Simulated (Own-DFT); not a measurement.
# Strain and stress in wurtzite AlGaN with randomly placed atoms, 96 atoms (Al36Ga12N48)

Calculated results; nothing here was measured. They come from Own-DFT, an in-house plane-wave density functional program, since retired, whose code no person has reviewed. Each row is one single-point run on a periodic cell that was not relaxed, without spin or spin-orbit coupling.

Settings of every run: PBE; PseudoDojo norm-conserving scalar-relativistic files (stringent for Ga); cutoff 96 hartree; 3 x 4 x 3 k mesh centred on Gamma; Gaussian smearing of 0.01 eV.

Known limits: k mesh not checked against a denser one; stress not checked against mesh or cutoff.

Unstrained cell vectors in Å: (12.525, 0.000, 0.000); (-4.697, 8.135, 0.000); (0.000, 0.000, 10.066). The unstrained cell has measured lattice constants (interpolated for alloys), not those of this functional. That, the random moves and any unrelaxed bonds set the pressure at no strain. Each run strains this cell uniformly, with the atoms carried along. Every atom was also moved at random, by a Gaussian of width 0.05 Å on each axis. The random placing of the alloy's atoms differs from row to row. Strain is the symmetric tensor, in per cent. Stress is positive in tension, and the pressure is minus a third of its trace.

| run | e_xx (%) | e_yy (%) | e_zz (%) | s_xx (GPa) | s_yy (GPa) | s_zz (GPa) | P (GPa) | E (meV/atom) |
|---|---|---|---|---|---|---|---|---|
| 1 | -2.25 | -2.25 | 0.00 | -20.61 | -22.35 | -9.89 | 17.62 | 59.7 |
| 2 | 2.75 | 2.75 | 0.00 | 7.88 | 6.31 | -1.66 | -4.18 | 11.1 |
| 3 | 3.00 | 3.00 | 0.00 | 7.75 | 8.74 | -3.72 | -4.26 | 30.5 |
| 4 | 1.50 | 1.50 | 0.00 | 1.51 | 1.23 | -4.03 | 0.43 | 9.5 |
| 5 | -2.75 | -2.75 | 0.00 | -23.85 | -25.07 | -11.49 | 20.13 | 72.7 |
| 6 | 1.25 | 1.25 | 0.00 | 1.55 | 0.10 | -4.37 | 0.91 | 0.0 |
| 7 | 1.00 | 1.00 | 0.00 | -0.04 | -1.78 | -6.29 | 2.70 | 15.9 |
| 8 | 2.00 | 2.00 | 0.00 | 4.26 | 4.36 | -4.57 | -1.35 | 8.0 |
| 9 | -0.75 | -0.75 | 0.00 | ? | ? | ? | ? | ? |

E is the free energy for each atom above the lowest run shown.

## Worked fit

The change of volume is close to e_xx + e_yy + e_zz. A straight line through the runs shown gives P = 7.67 - 219 x (fractional change of volume) GPa, with an error of 8 on the slope and a scatter of 0.89 GPa. The strain isn't the same on all axes and the cell isn't cubic, so the slope belongs to this path and is not the bulk modulus.

## Withheld run

Question: what pressure should run 9 give? Its volume changes by -1.49 %.

The line gives 10.9 GPa. The calculation gave 9.49 GPa.
